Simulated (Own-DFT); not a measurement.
# How strain changes the stress of wurtzite GaN, 72 atoms (Ga36N36)

Everything here is calculated. The program is Own-DFT (plane waves, in-house, since retired, never reviewed by a person); positions were held fixed, and spin and spin-orbit coupling were off.

Common settings: PBE; PseudoDojo norm-conserving scalar-relativistic files; cutoff 42 hartree; 4 x 4 x 3 k mesh centred on Gamma; Fermi-Dirac smearing of 0.1 eV.

Limits: forces not confirmed at this smearing and k mesh; stress not checked against mesh or cutoff.

Unstrained cell vectors in Å: (9.567, 0.000, 0.000); (-4.783, 8.285, 0.000); (0.000, 0.000, 10.370). The unstrained cell has measured lattice constants (interpolated for alloys), not those of this functional. That, the random moves and any unrelaxed bonds set the pressure at no strain. A uniform strain is put on this cell, atoms riding along. Each atom got a random Gaussian move of width 0.05 Å along each axis. Strain is the symmetric tensor, in per cent. Stress is positive in tension, and the pressure is minus a third of its trace.

```
run  e_xx (%)  e_yy (%)  e_zz (%)  e_yz (%)  e_xz (%)  e_xy (%)  s_xx (GPa)  s_yy (GPa)  s_zz (GPa)  s_yz (GPa)  s_xz (GPa)  s_xy (GPa)  P (GPa)  E (meV/atom)
  1     -1.42     -1.54      0.09      0.49      1.63      1.92      -16.76      -17.56       -8.89        1.57        3.29        6.72    14.40          49.1
  2      0.34     -0.98     -1.55      0.88     -1.30     -1.88      -10.04      -10.28      -15.72        1.80       -3.11       -6.12    12.01          23.8
  3     -0.48     -1.27      0.44      2.00      1.18     -0.75      -11.54      -12.99       -7.77        4.77        2.45       -0.78    10.77          33.5
  4      0.99      1.03      1.26      0.90      1.34     -0.24       -2.80       -0.63       -0.83        2.36        2.67       -0.77     1.42           0.9
  5      0.22      0.66      1.70      1.34      1.94      1.39       -6.37       -4.81        0.64        2.74        4.98        4.08     3.51          21.3
  6     -0.44     -0.86     -1.40      0.64     -0.81      1.10      -10.06      -14.23      -15.41        1.94       -1.53        2.89    13.23          30.1
  7     -0.93     -0.18     -0.57     -0.41     -0.79     -1.43      -12.62      -11.87      -10.83       -0.17       -1.06       -5.47    11.77          38.2
  8     -1.95     -0.49     -1.22     -0.14     -1.89      0.39      -18.35      -12.35      -16.87       -0.32       -4.95        0.82    15.86          47.3
  9      0.83      1.19     -1.15      0.80      1.65     -1.47       -4.05       -2.30      -12.72        2.28        2.99       -4.59     6.36          19.5
 10      0.35     -0.51      1.82      1.28     -0.70     -0.36       -4.69       -6.73       -0.83        1.69       -1.07       -0.28     4.08           3.7
 11     -1.08      0.05     -1.51      1.00     -1.29      0.84      -12.22       -9.00      -18.94        3.25       -2.64        1.55    13.39          35.3
 12      1.95     -0.91      1.73      1.46     -0.67      1.78       -0.10       -8.06       -0.10        2.81       -1.88        5.58     2.76          10.4
 13     -1.09     -0.12     -1.11      1.88      0.82      0.67      -14.74       -8.37      -15.19        3.98        1.49        3.16    12.77          32.6
 14     -1.75      1.29      1.24      0.44      0.73     -1.39      -12.14       -3.90       -2.71        0.74        1.32       -1.69     6.25          23.2
 15     -0.41      1.77     -0.89      1.94     -1.42     -0.34       -8.01       -3.88       -9.84        4.65       -3.61       -0.68     7.24          23.4
 16      0.24      1.51      0.20     -1.36     -1.92      0.85       -3.51       -1.27       -5.92       -1.68       -3.89        2.89     3.56           0.0
 17      0.61      1.18      0.99     -0.18     -0.18     -1.97           ?           ?           ?           ?           ?           ?        ?             ?
```

E is the free energy per atom, counted from the lowest run shown.

## Fit

Regress every stress component on the fractional strains (shears doubled) of the visible runs, with a constant. Shear strains stay in the fit of a normal stress only where such slopes are resolved. The slopes, in GPa:

| stress | at no strain | per e_xx | per e_yy | per e_zz | scatter |
|---|---|---|---|---|---|
| s_xx | -8.1 | 412 ± 30 | 143 ± 28 | 65 ± 25 | 1.15 |
| s_yy | -7.7 | 151 ± 39 | 391 ± 36 | 52 ± 33 | 1.48 |
| s_zz | -8.4 | 69 ± 30 | 87 ± 28 | 477 ± 26 | 1.15 |

The slope of each shear stress on twice its own strain, from a fit on all six strains: yz 94 ± 8, xz 108 ± 6, xy 145 ± 9 GPa. These are stiffnesses along x, y and z of the frame in which the cell vectors are given, with the crystal's c axis along z: C11, C12, C13 and C33. Hexagonal symmetry asks that xx and yy behave alike, which is a second check on the noise. These are clamped-ion slopes: internal relaxation, where symmetry allows it, would soften some. Symmetry asks for nearly equal slopes across the diagonal; the mismatch is a measure of noise. A ninth of the table's sum, 205 ± 4 GPa, estimates the bulk modulus near the mean pressure of these runs, 8.7 GPa, so it lies above the value at zero pressure.

## The run left out

The question: what normal stresses and pressure should run 17 give?

Estimate: s_xx = -3.2, s_yy = -1.6, s_zz = -2.3 and P = 2.4 GPa. The calculation gave -3.72, -0.88, -1.42 and P = 2.01 GPa.
